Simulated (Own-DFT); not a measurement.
# Point defects and the pressure they add: L1_0 TiAl

Calculated, not measured: single-point runs of Own-DFT, a retired in-house plane-wave DFT program that no person has reviewed, on unrelaxed cells, without spin or spin-orbit coupling.

All runs used: PBE; PseudoDojo norm-conserving scalar-relativistic files; cutoff 42 hartree; 4 x 4 x 4 k mesh centred on Gamma; cold (Marzari-Vanderbilt) smearing of 0.2 eV.

Known weak points: forces on such cells failed a check on a denser k mesh; stress not checked against mesh or cutoff.

All runs share one cell, with vectors in Å (5.622, 5.622, 0.000); (-5.622, 5.622, 0.000); (0.000, 0.000, 8.133) and a volume of 514.0 Å³. Atoms were moved at random from their sites; u is the rms move along one axis. The defect's site can differ from row to row.

| cell | formula | u (Å) | P (GPa) |
|---|---|---|---|
| no defect | Al16Ti16 | 0.0199 | 1.17 |
| no defect | Al16Ti16 | 0.0486 | 1.72 |
| no defect | Al16Ti16 | 0.0535 | 1.94 |
| one Ti vacancy | Al16Ti15 | 0.0262 | 0.36 |
| one Ti vacancy | Al16Ti15 | 0.0290 | 0.52 |
| one Ti vacancy | Al16Ti15 | 0.0292 | 0.51 |
| two Al vacancies | Al14Ti16 | 0.0293 | -0.77 |
| two Al vacancies | Al14Ti16 | 0.0309 | -0.58 |
| two Al vacancies | Al14Ti16 | 0.0467 | -0.27 |
| two Al vacancies | Al14Ti16 | 0.0521 | ? |

## Worked fit

P = P0 + c u² + a shift for each defect gives P0 = 1.03 GPa, c = 313 ± 32 GPa/Å² and a scatter of 0.07 GPa. The shifts, and each times the cell's volume:

- one Ti vacancy: -0.81 ± 0.07 GPa, -2.6 eV
- two Al vacancies: -1.98 ± 0.06 GPa, -6.4 eV (-3.2 eV for each of its 2 sites)

Positive is outwards. The product with the volume (160.2 GPa Å³ to the eV) is nearly free of the cell's size; divided by the bulk modulus at the cell's pressure it gives the volume that the defect adds. The atoms around the defects weren't relaxed, which would change these numbers.

## Prediction

Question: what pressure belongs in the blank (two Al vacancies, u = 0.0521 Å)?

Estimate: -0.11 ± 0.09 GPa. The hidden result is 0.08 GPa.
